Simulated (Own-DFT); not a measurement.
# Computed records: Si₄₇N₆₄ (beta silicon nitride with one vacancy, atoms displaced)

Computed with Own-DFT development build. A calculation, not a measurement: plane-wave PBE density functional theory by an unreviewed code, no spin, of a simulated periodic cell, stress positive in tension, free energy of the whole cell less one offset for each atom, defect cell not probed for a lower state with spin; forces on such cells moved up to 12 meV/angstrom on a denser k mesh; offsets are fitted by least squares, one for each functional and potential file, so energies compare only between cells with the same atoms and settings and are not formation energies; the far tail of each file's local potential was reset to the Coulomb form; each entry is a single point on an unrelaxed cell, so the pressure reflects the starting lattice, mostly measured values (interpolated for alloys), from which strain is counted, and rises with the displacements; printed positions are rounded, which can move forces by about a meV/angstrom; the program, named Own-DFT, is a retired in-house code; no spin-orbit coupling; before rounding, a Quantum ESPRESSO 7.3.1 run of the same cell and cutoff gave forces within 1 meV/angstrom rms on each cell, which checks the program and not the settings.

Settings shared by all entries: functional PBE; potential files PseudoDojo norm-conserving, scalar-relativistic, standard set; wave cutoff 42 hartree; occupations Fermi-Dirac; smearing width 0.1 eV; k mesh 2 x 2 x 4 centred on Gamma.

```yaml
- entry: 1
  formula: Si47N64
  kind: "beta silicon nitride with one vacancy, atoms displaced"
  structure:
    cell_angstrom: [[15.212, 0.0, 0.0], [-7.606, 13.174, 0.0], [0.0, 0.0, 5.818]]
    atoms_fractional:
      - [Si, 0.09049, 0.38628, 0.11181]
      - [Si, 0.12144, 0.20982, 0.11971]
      - [Si, 0.29676, 0.41534, 0.12664]
      - [Si, 0.41377, 0.11622, 0.37796]
      - [Si, 0.37979, 0.28861, 0.37494]
      - [Si, 0.20299, 0.08371, 0.3864]
      - ["N", 0.17073, 0.01287, 0.13422]
      - ["N", 0.49863, 0.15578, 0.12381]
      - ["N", 0.34764, 0.33358, 0.11203]
      - ["N", 0.34119, 0.49009, 0.37886]
      - ["N", 0.01366, 0.34913, 0.37119]
      - ["N", 0.15337, 0.17355, 0.36641]
      - ["N", 0.16371, 0.32752, 0.14029]
      - ["N", 0.33352, 0.16237, 0.37025]
      - [Si, 0.08947, 0.38668, 0.61791]
      - [Si, 0.11077, 0.19932, 0.62377]
      - [Si, 0.29986, 0.41306, 0.62757]
      - [Si, 0.40816, 0.1113, 0.86715]
      - [Si, 0.38777, 0.30188, 0.88972]
      - [Si, 0.21036, 0.08949, 0.8647]
      - ["N", 0.16686, 0.01942, 0.60963]
      - ["N", 0.49037, 0.1584, 0.61279]
      - ["N", 0.34795, 0.33158, 0.61504]
      - ["N", 0.32781, 0.4761, 0.87523]
      - ["N", 0.01658, 0.35186, 0.87611]
      - ["N", 0.15097, 0.16782, 0.86432]
      - ["N", 0.16761, 0.33615, 0.62982]
      - ["N", 0.32412, 0.16129, 0.88262]
      - [Si, 0.08845, 0.88122, 0.12295]
      - [Si, 0.12222, 0.7021, 0.12893]
      - [Si, 0.29552, 0.91065, 0.11399]
      - [Si, 0.41487, 0.61773, 0.37592]
      - [Si, 0.38526, 0.80378, 0.37879]
      - [Si, 0.19966, 0.59019, 0.3868]
      - ["N", 0.16063, 0.50871, 0.12741]
      - ["N", 0.47804, 0.64788, 0.13326]
      - ["N", 0.35054, 0.83246, 0.13431]
      - ["N", 0.33532, 0.98013, 0.37882]
      - ["N", 0.02449, 0.85393, 0.37494]
      - ["N", 0.14933, 0.65979, 0.36043]
      - ["N", 0.1641, 0.83104, 0.12179]
      - ["N", 0.33446, 0.67039, 0.36942]
      - [Si, 0.08579, 0.88421, 0.63018]
      - [Si, 0.12047, 0.70424, 0.63175]
      - [Si, 0.29694, 0.91375, 0.62425]
      - [Si, 0.41524, 0.61967, 0.86824]
      - [Si, 0.38045, 0.80071, 0.87843]
      - [Si, 0.20647, 0.59366, 0.87018]
      - ["N", 0.16204, 0.51375, 0.62463]
      - ["N", 0.48725, 0.6495, 0.616]
      - ["N", 0.34651, 0.82928, 0.63108]
      - ["N", 0.34039, 0.98511, 0.86315]
      - ["N", 0.01056, 0.84768, 0.88135]
      - ["N", 0.15671, 0.67507, 0.85495]
      - ["N", 0.16123, 0.82829, 0.64397]
      - ["N", 0.32906, 0.65788, 0.87613]
      - [Si, 0.59546, 0.38595, 0.12664]
      - [Si, 0.61396, 0.19742, 0.12104]
      - [Si, 0.79178, 0.40829, 0.13512]
      - [Si, 0.90868, 0.11379, 0.35785]
      - [Si, 0.88285, 0.29491, 0.38436]
      - [Si, 0.69679, 0.08455, 0.39306]
      - ["N", 0.66882, 0.0159, 0.12475]
      - ["N", 0.9928, 0.14985, 0.12485]
      - ["N", 0.84451, 0.33812, 0.12561]
      - ["N", 0.82836, 0.47938, 0.36466]
      - ["N", 0.51435, 0.34906, 0.36399]
      - ["N", 0.65225, 0.16367, 0.3643]
      - ["N", 0.66974, 0.33533, 0.12381]
      - ["N", 0.83546, 0.16892, 0.38474]
      - [Si, 0.58384, 0.38349, 0.62731]
      - [Si, 0.61664, 0.20247, 0.61191]
      - [Si, 0.7966, 0.40776, 0.6171]
      - [Si, 0.91329, 0.11702, 0.87106]
      - [Si, 0.87654, 0.29386, 0.86978]
      - [Si, 0.70091, 0.09005, 0.88011]
      - ["N", 0.66221, 0.01324, 0.62449]
      - ["N", 0.98379, 0.15102, 0.62982]
      - ["N", 0.84356, 0.32998, 0.61794]
      - ["N", 0.82739, 0.48222, 0.86186]
      - ["N", 0.51197, 0.35073, 0.86757]
      - ["N", 0.65116, 0.1652, 0.88345]
      - ["N", 0.67034, 0.33436, 0.62045]
      - ["N", 0.83866, 0.17128, 0.88304]
      - [Si, 0.58217, 0.87681, 0.1248]
      - [Si, 0.61083, 0.69993, 0.12339]
      - [Si, 0.79804, 0.90973, 0.1154]
      - [Si, 0.88799, 0.79664, 0.38059]
      - [Si, 0.69687, 0.58366, 0.37403]
      - ["N", 0.6656, 0.5138, 0.12326]
      - ["N", 0.98148, 0.64866, 0.13178]
      - ["N", 0.84798, 0.83202, 0.12743]
      - ["N", 0.83859, 0.98902, 0.36669]
      - ["N", 0.51952, 0.84381, 0.38793]
      - ["N", 0.65214, 0.66866, 0.37185]
      - ["N", 0.67149, 0.82887, 0.13094]
      - ["N", 0.83567, 0.66399, 0.35973]
      - [Si, 0.58158, 0.88086, 0.61788]
      - [Si, 0.61225, 0.70127, 0.6143]
      - [Si, 0.79252, 0.91654, 0.62267]
      - [Si, 0.91142, 0.6152, 0.87133]
      - [Si, 0.8917, 0.80181, 0.86684]
      - [Si, 0.70239, 0.58562, 0.87355]
      - ["N", 0.66352, 0.51558, 0.62118]
      - ["N", 0.98477, 0.64996, 0.61614]
      - ["N", 0.8523, 0.83325, 0.63917]
      - ["N", 0.84292, 0.99485, 0.87348]
      - ["N", 0.51152, 0.84984, 0.87712]
      - ["N", 0.64945, 0.65988, 0.85997]
      - ["N", 0.66458, 0.83348, 0.61729]
      - ["N", 0.83222, 0.66221, 0.89759]
  results:
    "free_energy_of_cell_above_offsets [eV]": "5.896"
    "pressure [GPa]": 8.49
    "stress_xx [GPa]": -9.97
    "stress_yy [GPa]": -8.74
    "stress_zz [GPa]": -6.76
    "stress_yz [GPa]": 0.15
    "stress_xz [GPa]": -1.28
    "stress_xy [GPa]": 0.24
    force_element: [Si, Si, Si, Si, Si, Si, "N", "N", "N", "N", "N", "N", "N", "N", Si, Si, Si, Si, Si, Si, "N", "N", "N", "N", "N", "N", "N", "N", Si, Si, Si, Si, Si, Si, "N", "N", "N", "N", "N", "N", "N", "N", Si, Si, Si, Si, Si, Si, "N", "N", "N", "N", "N", "N", "N", "N", Si, Si, Si, Si, Si, Si, "N", "N", "N", "N", "N", "N", "N", "N", Si, Si, Si, Si, Si, Si, "N", "N", "N", "N", "N", "N", "N", "N", Si, Si, Si, Si, Si, "N", "N", "N", "N", "N", "N", "N", "N", Si, Si, Si, Si, Si, Si, "N", "N", "N", "N", "N", "N", "N", "N"]
    "force_x [eV/angstrom]": [-1.284, 0.78, -0.335, 1.464, -0.287, -2.032, -0.155, -9.713, -0.765, -0.253, 0.371, 2.671, -0.061, -0.043, -1.227, 0.35, -0.966, 1.465, -1.088, -8.302, 0.24, -1.839, 0.991, 0.946, -1.592, 1.748, 0.637, 8.599, -1.223, -5.084, -0.884, -3.186, 2.738, 4.602, 0.467, 2.764, -2.12, 0.385, -2.756, -2.103, 3.05, -0.198, 0.403, -5.613, -1.11, -0.159, 2.702, -1.996, 0.064, -1.722, -1.691, -0.024, 5.067, 4.343, 1.624, 1.175, -2.874, 4.493, 0.929, 2.489, 0.563, 3.579, -0.896, -3.144, 4.265, -0.059, 0.056, -1.507, -1.751, -1.827, 1.398, 1.12, -0.745, 1.781, 1.761, 3.134, -0.426, -0.562, 1.171, 0.632, 2.345, -0.839, -2.826, -2.259, 2.773, 1.973, 0.575, 0.418, 2.746, -0.713, 2.215, 1.529, -0.627, -4.499, -0.539, -3.663, -1.749, 3.106, 2.987, 2.508, 1.562, -3.981, 1.054, -0.279, 0.982, -2.42, -1.173, -0.128, -2.957, -0.186, -1.351]
    "force_y [eV/angstrom]": [-3.162, -4.676, -1.595, -0.185, 2.827, 4.061, 0.088, -4.806, 0.375, -1.891, 0.398, -2.366, 6.533, -0.468, -1.956, 1.977, -1.506, 4.222, -2.026, -3.968, -4.425, -1.95, -0.203, 4.514, -0.728, -1.259, -0.793, 5.491, 1.209, -0.703, 0.247, -0.455, -3.495, -3.556, 5.791, 1.673, 1.871, 1.525, -0.978, 2.715, 0.14, 0.135, -0.121, -1.213, -2.77, -2.932, -3.377, -4.708, 2.654, -0.286, 1.976, -1.059, 2.776, -2.309, 3.876, 4.775, -0.931, 4.816, 3.981, 3.058, 1.556, 0.778, -1.787, -1.135, -3.223, 0.608, -0.211, 0.617, -3.956, -2.279, 0.078, 1.666, 4.169, 3.505, 3.088, -1.148, -0.658, -0.499, -0.892, -0.279, 0.482, 0.386, -1.885, -2.578, 2.332, -0.851, 2.134, -0.697, 1.519, 0.465, 0.748, 0.119, -3.651, -1.143, -0.911, 0.719, 0.253, 2.005, 0.922, 0.431, -1.776, -4.151, -0.256, -1.09, 0.436, 1.729, -6.136, -0.373, 1.511, -0.175, 2.638]
    "force_z [eV/angstrom]": [1.967, -0.751, 1.388, -2.027, -0.944, -6.498, -2.361, -0.351, 4.177, -0.249, -0.13, 1.648, -0.471, 0.284, 0.581, -1.124, -1.59, 0.871, -4.56, 1.811, 6.344, 1.947, 1.512, -0.006, -1.823, 1.151, -0.3, -0.015, 0.609, -2.437, 1.751, 0.741, 1.154, -2.208, -0.275, -3.379, -1.752, -1.846, 0.483, 2.973, 0.054, 0.672, -0.376, -5.561, -0.494, 0.672, 0.534, 0.917, 0.58, 1.859, -0.897, 1.653, -0.642, 6.03, -0.796, -0.199, -0.532, 0.557, -3.159, 1.607, -3.002, -3.963, 1.054, -0.717, -0.291, 2.607, 0.919, 1.676, -0.388, -0.199, -1.942, 1.42, -0.401, 1.325, 1.836, 0.231, 2.375, -2.333, 1.461, 1.311, 1.758, -3.437, 0.242, -0.153, 0.188, -1.145, 0.713, -0.751, -0.57, -0.135, -1.631, -0.366, 0.321, -4.813, -0.667, -0.925, 0.539, 4.738, 1.225, -0.027, -0.103, 3.896, -0.034, 0.558, 1.842, -3.515, -0.223, -0.392, 1.432, 0.722, -1.044]
- entry: 2
  formula: Si47N64
  kind: "beta silicon nitride with one vacancy, atoms displaced"
  structure:
    cell_angstrom: [[15.212, 0.0, 0.0], [-7.606, 13.174, 0.0], [0.0, 0.0, 5.818]]
    atoms_fractional:
      - [Si, 0.07634, 0.38301, 0.13182]
      - [Si, 0.117, 0.20935, 0.11611]
      - [Si, 0.29705, 0.41602, 0.12678]
      - [Si, 0.4134, 0.1241, 0.38182]
      - [Si, 0.38849, 0.29911, 0.37772]
      - [Si, 0.20206, 0.09063, 0.37781]
      - ["N", 0.1645, 0.01666, 0.11502]
      - ["N", 0.48216, 0.1508, 0.11605]
      - ["N", 0.35084, 0.33483, 0.13847]
      - ["N", 0.33936, 0.4892, 0.36779]
      - ["N", 0.01642, 0.35109, 0.3857]
      - ["N", 0.15204, 0.16854, 0.38444]
      - ["N", 0.16404, 0.33064, 0.11258]
      - ["N", 0.33012, 0.16112, 0.38326]
      - [Si, 0.08868, 0.3872, 0.63243]
      - [Si, 0.11516, 0.20181, 0.62449]
      - [Si, 0.30422, 0.41843, 0.62654]
      - [Si, 0.38936, 0.30659, 0.88242]
      - [Si, 0.21167, 0.08754, 0.88764]
      - ["N", 0.16278, 0.01286, 0.63905]
      - ["N", 0.48535, 0.15099, 0.62085]
      - ["N", 0.35096, 0.33931, 0.61294]
      - ["N", 0.33638, 0.48317, 0.87355]
      - ["N", 0.016, 0.34916, 0.8813]
      - ["N", 0.14584, 0.16752, 0.85897]
      - ["N", 0.16723, 0.33181, 0.62039]
      - ["N", 0.33597, 0.17163, 0.88279]
      - [Si, 0.08625, 0.88912, 0.12171]
      - [Si, 0.12599, 0.70227, 0.11911]
      - [Si, 0.29978, 0.91658, 0.12757]
      - [Si, 0.41341, 0.6136, 0.37326]
      - [Si, 0.38274, 0.79136, 0.37592]
      - [Si, 0.20809, 0.58496, 0.36788]
      - ["N", 0.16891, 0.51386, 0.12955]
      - ["N", 0.48855, 0.64803, 0.12406]
      - ["N", 0.3465, 0.83051, 0.1342]
      - ["N", 0.32846, 0.98354, 0.36397]
      - ["N", 0.01643, 0.85402, 0.36822]
      - ["N", 0.15396, 0.66948, 0.38077]
      - ["N", 0.17134, 0.83508, 0.12609]
      - ["N", 0.3322, 0.66478, 0.3808]
      - [Si, 0.08859, 0.8821, 0.62741]
      - [Si, 0.11123, 0.69912, 0.61765]
      - [Si, 0.29568, 0.90656, 0.63286]
      - [Si, 0.41771, 0.6162, 0.86423]
      - [Si, 0.38379, 0.79757, 0.86408]
      - [Si, 0.2066, 0.58811, 0.86691]
      - ["N", 0.16774, 0.51952, 0.61513]
      - ["N", 0.4828, 0.65076, 0.63757]
      - ["N", 0.34785, 0.83428, 0.61903]
      - ["N", 0.33737, 0.9888, 0.88438]
      - ["N", 0.01808, 0.85547, 0.87984]
      - ["N", 0.15561, 0.6692, 0.87262]
      - ["N", 0.17194, 0.83324, 0.62179]
      - ["N", 0.33787, 0.67201, 0.88037]
      - [Si, 0.5859, 0.38555, 0.12338]
      - [Si, 0.6193, 0.2038, 0.11791]
      - [Si, 0.7943, 0.41174, 0.11834]
      - [Si, 0.90885, 0.11225, 0.39309]
      - [Si, 0.88527, 0.30241, 0.37812]
      - [Si, 0.70168, 0.08584, 0.36959]
      - ["N", 0.66831, 0.02103, 0.12656]
      - ["N", 0.98144, 0.15285, 0.12173]
      - ["N", 0.84693, 0.33118, 0.13365]
      - ["N", 0.83187, 0.47954, 0.36843]
      - ["N", 0.51387, 0.34259, 0.37466]
      - ["N", 0.65559, 0.16491, 0.36719]
      - ["N", 0.66381, 0.33496, 0.13027]
      - ["N", 0.82899, 0.16114, 0.37943]
      - [Si, 0.59042, 0.38248, 0.62673]
      - [Si, 0.61588, 0.20382, 0.62369]
      - [Si, 0.79883, 0.41325, 0.63573]
      - [Si, 0.9059, 0.11006, 0.87063]
      - [Si, 0.88842, 0.29612, 0.8753]
      - [Si, 0.70509, 0.08594, 0.88383]
      - ["N", 0.66405, 0.01549, 0.62919]
      - ["N", 0.9743, 0.14427, 0.63156]
      - ["N", 0.85061, 0.33167, 0.64873]
      - ["N", 0.83266, 0.48838, 0.87329]
      - ["N", 0.51438, 0.34718, 0.8699]
      - ["N", 0.64999, 0.16498, 0.87006]
      - ["N", 0.66378, 0.32831, 0.61416]
      - ["N", 0.83097, 0.1625, 0.88501]
      - [Si, 0.58781, 0.88327, 0.11935]
      - [Si, 0.61072, 0.69806, 0.11397]
      - [Si, 0.7982, 0.91713, 0.12343]
      - [Si, 0.90872, 0.61435, 0.37546]
      - [Si, 0.88693, 0.79804, 0.36965]
      - [Si, 0.70316, 0.58625, 0.37717]
      - ["N", 0.66224, 0.51645, 0.14084]
      - ["N", 0.97898, 0.64878, 0.11708]
      - ["N", 0.85865, 0.83351, 0.11899]
      - ["N", 0.83137, 0.9906, 0.38051]
      - ["N", 0.51554, 0.84994, 0.37595]
      - ["N", 0.64586, 0.66596, 0.37286]
      - ["N", 0.66865, 0.83397, 0.1038]
      - ["N", 0.83048, 0.66652, 0.3713]
      - [Si, 0.59069, 0.88773, 0.62618]
      - [Si, 0.60883, 0.6983, 0.62424]
      - [Si, 0.80094, 0.91239, 0.61872]
      - [Si, 0.91233, 0.61356, 0.87587]
      - [Si, 0.88865, 0.80543, 0.85712]
      - [Si, 0.69388, 0.58794, 0.87595]
      - ["N", 0.67047, 0.51472, 0.63419]
      - ["N", 0.98627, 0.65099, 0.62289]
      - ["N", 0.84938, 0.83215, 0.63771]
      - ["N", 0.83651, 0.9861, 0.86384]
      - ["N", 0.51575, 0.84507, 0.8944]
      - ["N", 0.65334, 0.66623, 0.87986]
      - ["N", 0.673, 0.83925, 0.60949]
      - ["N", 0.83578, 0.66745, 0.87573]
  results:
    "free_energy_of_cell_above_offsets [eV]": "2.314"
    "pressure [GPa]": 7.75
    "stress_xx [GPa]": -7.5
    "stress_yy [GPa]": -7.11
    "stress_zz [GPa]": -8.63
    "stress_yz [GPa]": -0.82
    "stress_xz [GPa]": -0.83
    "stress_xy [GPa]": -0.53
    force_element: [Si, Si, Si, Si, Si, Si, "N", "N", "N", "N", "N", "N", "N", "N", Si, Si, Si, Si, Si, "N", "N", "N", "N", "N", "N", "N", "N", Si, Si, Si, Si, Si, Si, "N", "N", "N", "N", "N", "N", "N", "N", Si, Si, Si, Si, Si, Si, "N", "N", "N", "N", "N", "N", "N", "N", Si, Si, Si, Si, Si, Si, "N", "N", "N", "N", "N", "N", "N", "N", Si, Si, Si, Si, Si, Si, "N", "N", "N", "N", "N", "N", "N", "N", Si, Si, Si, Si, Si, Si, "N", "N", "N", "N", "N", "N", "N", "N", Si, Si, Si, Si, Si, Si, "N", "N", "N", "N", "N", "N", "N", "N"]
    "force_x [eV/angstrom]": [4.733, -0.107, -0.291, 2.777, -0.909, 0.285, -0.435, 0.859, -1.075, -0.325, -1.677, -0.622, -0.864, -2.658, 2.079, -2.547, -2.21, -0.564, -1.434, 0.175, 0.843, 1.628, 0.137, -0.547, 2.826, -0.773, -0.331, 2.643, -3.828, 1.008, -0.336, -0.542, -2.72, -0.588, -3.309, 0.584, 0.73, 0.427, 1.798, -2.354, 2.612, 0.534, 1.694, -0.22, -3.991, -0.243, 0.07, 0.013, 1.595, 2.888, -0.313, -0.305, 0.67, -3.466, 0.834, -0.073, -2.224, 0.041, -0.251, 0.257, 0.567, -0.121, 0.667, -0.067, 0.335, 0.897, -2.169, 1.378, 0.555, -1.154, -0.363, -0.818, 1.156, -1.17, -1.999, -0.112, 3.891, -1.469, 0.352, 1.011, 0.969, 1.764, 0.222, 0.973, 2.487, 1.177, 0.89, -0.08, -1.099, -0.442, 3.313, -3.913, 0.812, 0.399, 0.989, 0.129, 0.747, -0.192, 2.556, -1.046, -1.419, 3.954, 6.606, -1.07, -1.748, -2.295, -0.069, -1.475, -3.852, -1.268, -1.994]
    "force_y [eV/angstrom]": [0.454, -4.426, -2.666, -3.805, -2.229, -2.415, 0.071, 0.428, 1.58, -1.367, -0.131, -0.108, 4.983, 3.84, -0.617, 0.556, -2.647, -3.313, 1.202, 1.059, 0.425, -0.14, 2.177, 0.562, -1.726, 2.461, 2.002, -0.907, 1.815, -0.569, 2.417, 2.557, 1.471, -0.448, -1.505, -0.131, 1.779, -0.257, -2.074, -0.811, -0.392, 1.045, 2.004, 5.775, -0.786, 1.686, 0.806, -1.883, 0.438, -1.567, -1.571, -0.892, -1.602, -2.315, -3.212, -0.845, -0.844, -0.449, 3.424, -3.461, 0.381, -4.511, -0.337, 1.047, 1.397, 1.395, 1.483, -0.181, 3.265, -0.484, -3.088, -1.289, 2.473, -2.474, 1.135, 0.412, 2.37, 1.756, -2.512, 2.001, -0.15, 3.078, 2.175, 1.623, 3.413, -1.156, -0.185, -0.636, 1.177, -0.85, 0.875, 2.489, -4.641, -0.291, -1.1, -0.679, 0.319, -0.958, 3.396, 0.44, 2.281, -4.24, -1.483, -0.42, -1.188, 1.723, -2.826, -0.173, 1.676, -3.123, 0.283]
    "force_z [eV/angstrom]": [0.196, 0.364, -0.247, -1.207, 0.471, 0.808, 3.824, 1.664, -1.482, 1.312, 0.267, -2.797, 0.844, -0.111, -0.409, -1.069, -1.732, -1.292, -3.406, -1.781, -0.655, 2.068, 0.625, -1.175, 4.157, -0.037, 0.02, 0.492, 1.69, -1.309, -0.347, -0.745, 0.456, -2.23, -0.369, -1.652, 3.994, 1.986, -1.619, -0.29, -0.149, -0.312, 1.136, -0.405, 5.434, 2.82, 1.119, 1.811, -4.794, 0.245, -1.888, -2.206, -1.62, 0.115, -0.489, 0.189, 0.583, 0.624, -3.993, 1.782, 2.427, -0.292, 1.181, -1.963, 1.915, 0.332, 0.608, -0.856, 0.25, -0.486, -0.832, -1.976, 2.553, 2.742, -2.397, -0.073, -0.209, -3.355, 0.303, 0.638, 0.141, 0.789, -0.364, 2.973, 2.224, -0.282, -1.173, 0.481, 1.627, -2.798, 2.24, 0.475, -1.362, 0.352, 0.529, 0.63, 0.519, 0.356, -0.498, 0.395, -0.787, 6.135, 1.075, -0.997, -0.181, -6.786, 1.415, -4.727, -2.086, 0.516, -0.622]
```
